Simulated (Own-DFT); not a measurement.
# One host, several defects: monoclinic HfO2

Source: density functional calculations with Own-DFT, an unreviewed in-house program that is no longer used. Nothing was measured or relaxed, and spin and spin-orbit coupling are left out.

Common settings: PBEsol; PseudoDojo norm-conserving scalar-relativistic files, made for PBE; cutoff 72 hartree; 2 x 2 x 2 k mesh centred on Gamma; Fermi-Dirac smearing of 0.1 eV.

Keep in mind (not all hold for every row): a neutral cation vacancy leaves holes that likely carry spin, which these runs leave out; not probed for a lower state with spin; hafnium file: forces about 75 meV/angstrom off all-electron values; oxygen file: force components 24 meV/angstrom off all-electron in a glass; forces on such cells passed a denser k mesh, each cell not checked; stress not checked against mesh or cutoff.

All runs share one cell, with vectors in Å (10.234, 0.000, 0.000); (0.000, 10.350, 0.000); (-1.696, 0.000, 10.445) and a volume of 1106.4 Å³. u is the rms random offset of the atoms per axis. The defect's site can differ from row to row.

| cell | formula | u (Å) | P (GPa) |
|---|---|---|---|
| no defect | Hf32O64 | 0.0200 | -2.52 |
| no defect | Hf32O64 | 0.0476 | -0.73 |
| no defect | Hf32O64 | 0.0501 | -0.46 |
| one O vacancy | Hf32O63 | 0.0295 | -2.16 |
| one O vacancy | Hf32O63 | 0.0466 | -0.86 |
| one O vacancy | Hf32O63 | 0.0530 | -0.88 |
| one Hf vacancy | Hf31O64 | 0.0279 | -2.46 |
| one Hf vacancy | Hf31O64 | 0.0290 | ? |
| one Hf vacancy | Hf31O64 | 0.0471 | -1.86 |
| one Hf vacancy | Hf31O64 | 0.0511 | -1.59 |

## What the rows give

P = P0 + c u² + a shift for each defect gives P0 = -2.53 GPa, c = 746 ± 114 GPa/Å² and a scatter of 0.29 GPa. The shifts, and each times the cell's volume:

- one O vacancy: -0.23 ± 0.24 GPa, -1.6 eV (not resolved)
- one Hf vacancy: -0.84 ± 0.24 GPa, -5.8 eV

A positive shift means that the defect pushes the cell outwards. Shift times volume (160.2 GPa Å³ is 1 eV) depends little on the cell's size, so, taken for each site, it can be compared between cells at like pressure. The atoms around the defects weren't relaxed, which would change these numbers.

## Prediction

The question: what pressure belongs in the blank (one Hf vacancy, u = 0.0290 Å)?

Estimate: -2.73 ± 0.35 GPa. Computed: -2.27 GPa.
